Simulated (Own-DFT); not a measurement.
GaN (wurtzite, atoms displaced) (calculated)

Computed with Own-DFT development build. A calculation, not a measurement: plane-wave PBE density functional theory by an unreviewed code, no spin, of a simulated periodic cell, stress positive in tension, free energy of the whole cell less one offset for each atom, forces on such cells passed a denser k mesh, this cell's mesh not checked; offsets are fitted by least squares, one for each functional and potential file, so energies compare only between cells with the same atoms and settings and are not formation energies; the far tail of each file's local potential was reset to the Coulomb form; each entry is a single point on an unrelaxed cell, so the pressure reflects the starting lattice, mostly measured values (interpolated for alloys), from which strain is counted, and rises with the displacements; printed positions are rounded, which can move forces by about a meV/angstrom; the program, named Own-DFT, is a retired in-house code; no spin-orbit coupling.

Settings shared by all entries: functional PBE; potential files PseudoDojo norm-conserving, scalar-relativistic, standard set with the stringent files for Ga; wave cutoff 96 hartree; occupations Gaussian; smearing width 0.01 eV; k mesh 3 x 4 x 3 centred on Gamma.

(1) GaN (wurtzite, atoms displaced)

```xyz
96
Lattice="12.7560 0.0000 0.0000 -4.7835 8.2853 0.0000 0.0000 0.0000 10.3700" Properties=species:S:1:pos:R:3 GaN
Ga    -0.0193     1.8435    10.3609
Ga     1.5898     0.9534     2.5889
N      0.0190     1.8387     1.9591
N      1.5458     0.8999     4.5559
Ga    -0.0239     1.8407     5.1771
Ga     1.5908     0.8977     7.7759
N      0.0295     1.8242     7.1657
N      1.6102     0.9265     9.7198
Ga    -1.6060     4.6235    10.3391
Ga    -0.0101     3.6662     2.6110
N     -1.5707     4.5993     1.9127
N      0.0061     3.6546     4.5377
Ga    -1.5806     4.5987     5.1883
Ga    -0.0104     3.6891     7.7717
N     -1.6278     4.5927     7.1294
N      0.0208     3.6990     9.7378
Ga    -3.1441     7.3838     0.0058
Ga    -1.6234     6.4790     2.5612
N     -3.2254     7.3774     1.9745
N     -1.5719     6.4734     4.5739
Ga    -3.1796     7.3563     5.2232
Ga    -1.5717     6.4185     7.7771
N     -3.1990     7.3765     7.1619
N     -1.6027     6.4741     9.7342
Ga     3.2018     1.8578    10.3416
Ga     4.8067     0.9064     2.6036
N      3.1967     1.8534     1.9610
N      4.7640     0.9204     4.5908
Ga     3.2067     1.8260     5.1798
Ga     4.7666     0.8757     7.7893
N      3.1889     1.8776     7.1258
N      4.7667     0.9353     9.7287
Ga     1.6087     4.5815    10.3685
Ga     3.1789     3.6878     2.5916
N      1.6039     4.5973     1.9968
N      3.1903     3.6671     4.5388
Ga     1.6272     4.6108     5.1971
Ga     3.1846     3.6647     7.7495
N      1.6251     4.6258     7.1413
N      3.2183     3.6831     9.7282
Ga     0.0032     7.4125     0.0168
Ga     1.5985     6.4555     2.5703
N      0.0086     7.3564     1.9167
N      1.5725     6.4507     4.5085
Ga    -0.0174     7.3575     5.1902
Ga     1.6073     6.4679     7.7741
N      0.0096     7.3668     7.1502
N      1.5872     6.4315     9.7467
Ga     6.3827     1.8040     0.0156
Ga     7.9597     0.9167     2.5802
N      6.4008     1.8665     1.9653
N      7.9621     0.9189     4.5699
Ga     6.3715     1.8476     5.1526
Ga     7.9849     0.9116     7.7640
N      6.3916     1.8396     7.1379
N      7.9870     0.9517     9.7253
Ga     4.7702     4.5927    10.3532
Ga     6.3998     3.7085     2.5889
N      4.7773     4.6037     1.9423
N      6.3732     3.6876     4.5159
Ga     4.7877     4.6521     5.2077
Ga     6.3496     3.6938     7.7773
N      4.7748     4.6118     7.1162
N      6.3736     3.7306     9.7387
Ga     3.1758     7.3630     0.0018
Ga     4.7962     6.4066     2.6315
N      3.1964     7.3310     1.9505
N      4.7894     6.4331     4.5469
Ga     3.1457     7.3403     5.2027
Ga     4.7992     6.4271     7.7621
N      3.2081     7.3657     7.1358
N      4.7780     6.4365     9.7295
Ga     9.5723     1.8442    10.3626
Ga    11.1400     0.9460     2.5824
N      9.5883     1.8435     1.9526
N     11.1501     0.9145     4.5247
Ga     9.5671     1.8650     5.1785
Ga    11.1710     0.9025     7.8061
N      9.5673     1.8149     7.1234
N     11.1762     0.8954     9.7650
Ga     7.9574     4.5947     0.0166
Ga     9.5571     3.6628     2.6088
N      7.9730     4.5850     1.9506
N      9.5786     3.6780     4.5567
Ga     7.9664     4.6053     5.1866
Ga     9.5568     3.6446     7.7978
N      7.9681     4.6134     7.1035
N      9.5627     3.6824     9.7160
Ga     6.3626     7.3539     0.0089
Ga     7.9859     6.4720     2.5692
N      6.3714     7.3904     1.9335
N      7.9473     6.4390     4.5336
Ga     6.3812     7.3681     5.1829
Ga     7.9893     6.4692     7.7707
N      6.3546     7.3435     7.1581
N      7.9820     6.4468     9.7359
```

- free energy of cell above offsets: -10.528 eV
- pressure: 5.34 GPa
- stress xx: -5.09 GPa
- stress yy: -5.2 GPa
- stress zz: -5.73 GPa
- stress yz: -0.06 GPa
- stress xz: -0.06 GPa
- stress xy: 0.13 GPa

Force:
```
element  x (eV/Å)  y (eV/Å)  z (eV/Å)
     Ga     0.567     0.054     0.216
     Ga     0.191    -0.307     0.337
      N      -0.5     0.148    -0.297
      N     0.754     0.191    -0.016
     Ga     0.156    -0.274     0.346
     Ga     0.444     0.602     0.075
      N    -0.704     0.306     -0.36
      N    -0.156     0.153     0.252
     Ga     0.256    -0.148     0.239
     Ga     0.216     0.326    -0.453
      N    -0.578     0.239     0.631
      N     0.005     0.588     0.524
     Ga         0     0.113    -0.302
     Ga     0.356    -0.092     0.015
      N     0.441    -0.053     0.252
      N    -0.454    -0.208    -0.312
     Ga    -1.063    -0.012    -0.016
     Ga     0.371    -0.627     0.449
      N     0.822     0.335    -0.501
      N    -0.605    -0.642    -0.616
     Ga    -0.464     0.052    -0.571
     Ga    -0.439     0.294     0.098
      N     0.651    -0.386    -0.223
      N     0.592    -0.265    -0.189
     Ga    -0.394    -0.005      0.59
     Ga    -0.343     0.353     0.073
      N     0.214    -0.373    -0.243
      N     0.469    -0.346     -0.82
     Ga    -0.918     0.305    -0.007
     Ga     0.304     1.158    -0.419
      N     0.034      -1.1     0.206
      N     0.458     -0.09     0.014
     Ga     0.056     0.268     0.464
     Ga     0.386    -0.041     0.143
      N    -0.358      0.07    -0.711
      N     0.263     0.289     0.287
     Ga    -0.397    -0.242    -0.448
     Ga     0.191     0.482     0.417
      N    -0.628    -0.069     0.001
      N    -0.549    -0.051    -0.397
     Ga     0.024    -0.788    -0.622
     Ga    -0.056    -0.429    -0.001
      N    -0.238     0.365     0.787
      N     0.008    -0.119      0.55
     Ga      0.55     0.228     0.069
     Ga     0.143    -0.298     0.401
      N     -0.18    -0.422    -0.186
      N    -0.092     0.328     -0.23
     Ga    -0.027     1.023    -0.352
     Ga     0.521    -0.299     0.378
      N    -0.369    -0.428    -0.128
      N     0.144     -0.17    -0.501
     Ga     0.045     0.172     0.602
     Ga    -0.244     0.229    -0.006
      N    -0.432    -0.079      0.03
      N      -0.2    -0.592     0.052
     Ga      0.29     0.462     0.413
     Ga    -0.612    -0.058    -0.072
      N     0.168    -0.202     0.075
      N     -0.07     0.087     0.468
     Ga    -0.024    -1.113    -0.667
     Ga     0.538    -0.194    -0.037
      N    -0.059     -0.19     0.427
      N     -0.04    -1.072    -0.156
     Ga     0.375    -0.049    -0.127
     Ga     0.053     0.489    -0.771
      N     0.114      0.58     0.116
      N    -0.347     0.592     0.323
     Ga      0.53     0.433     -0.45
     Ga    -0.377     0.086     0.543
      N    -0.212    -0.168     0.118
      N    -0.182      0.16    -0.201
     Ga     0.183     0.048     0.182
     Ga     0.613    -0.491     0.018
      N    -0.702     0.047     -0.16
      N     -0.13     0.122     0.328
     Ga    -0.065    -0.645     0.041
     Ga    -0.065     0.079    -0.253
      N     0.387     0.191     0.311
      N    -0.366     0.403    -0.445
     Ga     0.269     0.385    -0.357
     Ga     0.415     0.474    -0.308
      N     0.372     0.514     0.139
      N    -0.081     0.368    -0.195
     Ga    -0.042    -0.041    -0.305
     Ga    -0.419     0.318    -0.609
      N     0.064    -0.139     0.734
      N     0.044    -0.025     0.321
     Ga     0.236    -0.345     -0.15
     Ga    -0.778    -0.449     0.303
      N    -0.086    -0.393     0.576
      N      0.55     0.072     0.103
     Ga    -0.108       0.1       0.1
     Ga    -0.435    -0.677     0.382
      N     0.591     0.438    -0.415
      N     0.163     0.086     0.085
```

(2) GaN (wurtzite, atoms displaced)

```xyz
96
Lattice="12.7560 0.0000 0.0000 -4.7835 8.2853 0.0000 0.0000 0.0000 10.3700" Properties=species:S:1:pos:R:3 GaN
Ga    -0.0187     1.8366    10.3386
Ga     1.6079     0.9354     2.6203
N      0.0075     1.8507     1.9430
N      1.5967     0.9448     4.5803
Ga     0.0262     1.8303     5.1761
Ga     1.6007     0.9285     7.7834
N      0.0117     1.8358     7.1086
N      1.6076     0.9302     9.7283
Ga    -1.5859     4.6380    10.3471
Ga    -0.0054     3.6565     2.5783
N     -1.5603     4.6491     1.9520
N      0.0066     3.6983     4.5407
Ga    -1.5963     4.6069     5.1631
Ga     0.0167     3.6637     7.8075
N     -1.5674     4.6388     7.1255
N     -0.0205     3.6703     9.7144
Ga    -3.1947     7.3516    10.3565
Ga    -1.5669     6.4552     2.5620
N     -3.1724     7.3801     1.9368
N     -1.6029     6.4437     4.5306
Ga    -3.1807     7.3545     5.1721
Ga    -1.5800     6.4601     7.7862
N     -3.2302     7.3977     7.1108
N     -1.5998     6.4390     9.7510
Ga     3.2066     1.8263    10.3612
Ga     4.7771     0.8635     2.5560
N      3.2209     1.8467     1.9544
N      4.7970     0.8699     4.5159
Ga     3.2117     1.8568     5.1508
Ga     4.7817     0.9000     7.7650
N      3.2224     1.8331     7.1070
N      4.7854     0.8891     9.7409
Ga     1.5917     4.5886     0.0250
Ga     3.2216     3.7061     2.5841
N      1.5938     4.6086     2.0016
N      3.1804     3.6565     4.5283
Ga     1.5860     4.5964     5.1825
Ga     3.1506     3.6837     7.7858
N      1.5951     4.5736     7.1132
N      3.1282     3.7037     9.7328
Ga    -0.0199     7.4051     0.0049
Ga     1.5990     6.4418     2.5819
N     -0.0291     7.3328     1.9673
N      1.6074     6.4642     4.5394
Ga     0.0030     7.3754     5.1593
Ga     1.6093     6.4452     7.7630
N     -0.0292     7.3508     7.1454
N      1.5918     6.4667     9.7243
Ga     6.4008     1.8389     0.0232
Ga     7.9886     0.9304     2.5657
N      6.3749     1.8412     1.9396
N      7.9794     0.9068     4.5083
Ga     6.3577     1.8605     5.1673
Ga     7.9759     0.9175     7.7406
N      6.3807     1.8361     7.1443
N      8.0112     0.9210     9.6993
Ga     4.7730     4.6063    10.3353
Ga     6.3838     3.6627     2.6138
N      4.7518     4.6234     1.9727
N      6.3638     3.6754     4.5229
Ga     4.7998     4.6234     5.1898
Ga     6.4000     3.6720     7.7600
N      4.7687     4.6106     7.1627
N      6.3761     3.6639     9.7201
Ga     3.2243     7.3467    10.3540
Ga     4.7378     6.4602     2.5971
N      3.1705     7.3534     1.9590
N      4.7842     6.4554     4.5276
Ga     3.2073     7.3605     5.1618
Ga     4.8167     6.4628     7.7501
N      3.1683     7.3421     7.1098
N      4.7954     6.4236     9.7404
Ga     9.5602     1.8516     0.0216
Ga    11.1489     0.9300     2.5915
N      9.5528     1.8225     1.9513
N     11.1405     0.9196     4.5583
Ga     9.5578     1.8596     5.1798
Ga    11.1858     0.9280     7.7718
N      9.5559     1.8184     7.1435
N     11.1548     0.9395     9.7262
Ga     7.9573     4.6310    10.3562
Ga     9.5737     3.7040     2.5586
N      7.9903     4.6076     1.9510
N      9.5525     3.6775     4.5322
Ga     7.9776     4.5920     5.2135
Ga     9.5982     3.6965     7.7639
N      7.9738     4.5830     7.1183
N      9.5357     3.6910     9.7676
Ga     6.3851     7.3518     0.0115
Ga     7.9554     6.4374     2.5843
N      6.3704     7.3622     1.9600
N      7.9884     6.4613     4.5193
Ga     6.4199     7.3728     5.2119
Ga     7.9869     6.4572     7.7423
N      6.3733     7.3937     7.1461
N      7.9636     6.4481     9.7327
```

* free energy of cell above offsets: -10.511 eV
* pressure: 5.36 GPa
* stress xx: -5.13 GPa
* stress yy: -5.44 GPa
* stress zz: -5.51 GPa
* stress yz: 0.14 GPa
* stress xz: 0.34 GPa
* stress xy: -0.04 GPa

Force:
```
element  x (eV/Å)  y (eV/Å)  z (eV/Å)
     Ga     0.352    -0.064      0.48
     Ga    -0.004    -0.085    -0.378
      N    -0.154    -0.393    -0.069
      N     0.318     -0.54     -0.58
     Ga    -0.678     0.487    -0.107
     Ga     0.225     0.166     -0.33
      N    -0.067     0.168     0.538
      N    -0.208    -0.212    -0.073
     Ga    -0.294    -0.714     0.427
     Ga      0.13     0.531     0.307
      N    -0.391    -0.884    -0.297
      N    -0.294    -0.426    -0.071
     Ga     0.099    -0.024     0.038
     Ga    -0.202     0.247    -0.876
      N    -0.227    -0.503       0.2
      N     0.227     0.267     0.497
     Ga    -0.026     0.407     0.256
     Ga    -1.006    -0.141     0.635
      N    -0.337    -0.063     0.248
      N     0.186     0.075    -0.023
     Ga     0.112     0.324     -0.15
     Ga    -0.631    -0.022    -0.093
      N     0.762    -0.453     0.384
      N      0.06     0.494    -0.526
     Ga    -0.213     0.393     0.214
     Ga     0.223     0.719     0.356
      N    -0.331    -0.026    -0.088
      N    -0.147     0.971     0.003
     Ga     0.103    -0.424     0.258
     Ga     0.147     0.178     0.144
      N    -0.391     0.164     0.398
      N      0.19     0.964    -0.332
     Ga     -0.57     0.672     0.153
     Ga    -0.595    -0.515     0.176
      N     0.005    -0.272    -0.709
      N      0.39     0.735     0.243
     Ga     0.239      0.22    -0.366
     Ga     0.569    -0.233    -0.251
      N    -0.252     0.461     0.374
      N     0.934    -0.607    -0.036
     Ga     0.427    -1.069     0.058
     Ga    -0.256    -0.028     0.293
      N     0.989     0.368    -0.644
      N    -0.151    -0.427     0.058
     Ga    -0.055    -0.669     0.423
     Ga    -0.456    -0.318     0.133
      N     0.655     0.172    -0.372
      N    -0.093    -0.352     0.198
     Ga     0.027    -0.216    -0.719
     Ga    -0.532    -0.349     0.302
      N     0.008    -0.212     0.336
      N    -0.208     0.461      0.44
     Ga     0.331    -0.758     0.038
     Ga    -0.105    -0.277     0.348
      N    -0.139    -0.037    -0.418
      N    -0.482    -0.199     0.356
     Ga    -0.017    -0.444     0.532
     Ga    -0.235     0.499     -0.78
      N     1.013    -0.068     -0.66
      N     0.271     0.295     0.642
     Ga    -0.604     -0.21    -0.029
     Ga    -0.572    -0.011     0.294
      N      0.35    -0.128    -0.291
      N      -0.1     0.231     0.063
     Ga    -0.534     0.342     0.059
     Ga     0.689    -0.151    -0.119
      N      0.04     0.472    -0.485
      N     0.504    -0.104     0.496
     Ga    -0.267      0.19     0.047
     Ga    -0.718    -0.227     0.407
      N     0.593      0.33     0.184
      N     0.201      0.35    -0.519
     Ga     0.103    -0.033    -0.531
     Ga     0.319    -0.218     0.154
      N     0.435     0.607     0.019
      N     0.461     0.147    -0.164
     Ga    -0.058    -0.402     0.013
     Ga    -0.337     0.312     0.089
      N     0.475     0.584    -0.226
      N    -0.046    -0.454     0.023
     Ga    -0.106    -0.442     0.226
     Ga     0.293    -0.112     0.209
      N    -0.543    -0.104    -0.099
      N     0.171     0.238    -0.062
     Ga    -0.073     0.236    -0.989
     Ga    -0.081    -0.329     0.387
      N     0.194     0.457     0.483
      N     0.553     0.184    -0.636
     Ga    -0.201     0.428    -0.058
     Ga      0.41     0.297    -0.131
      N    -0.177     0.092    -0.055
      N    -0.221    -0.487     0.528
     Ga     -0.57     0.024    -0.685
     Ga    -0.307     -0.24     0.481
      N     0.391    -0.394    -0.079
      N     0.093      0.11    -0.536
```
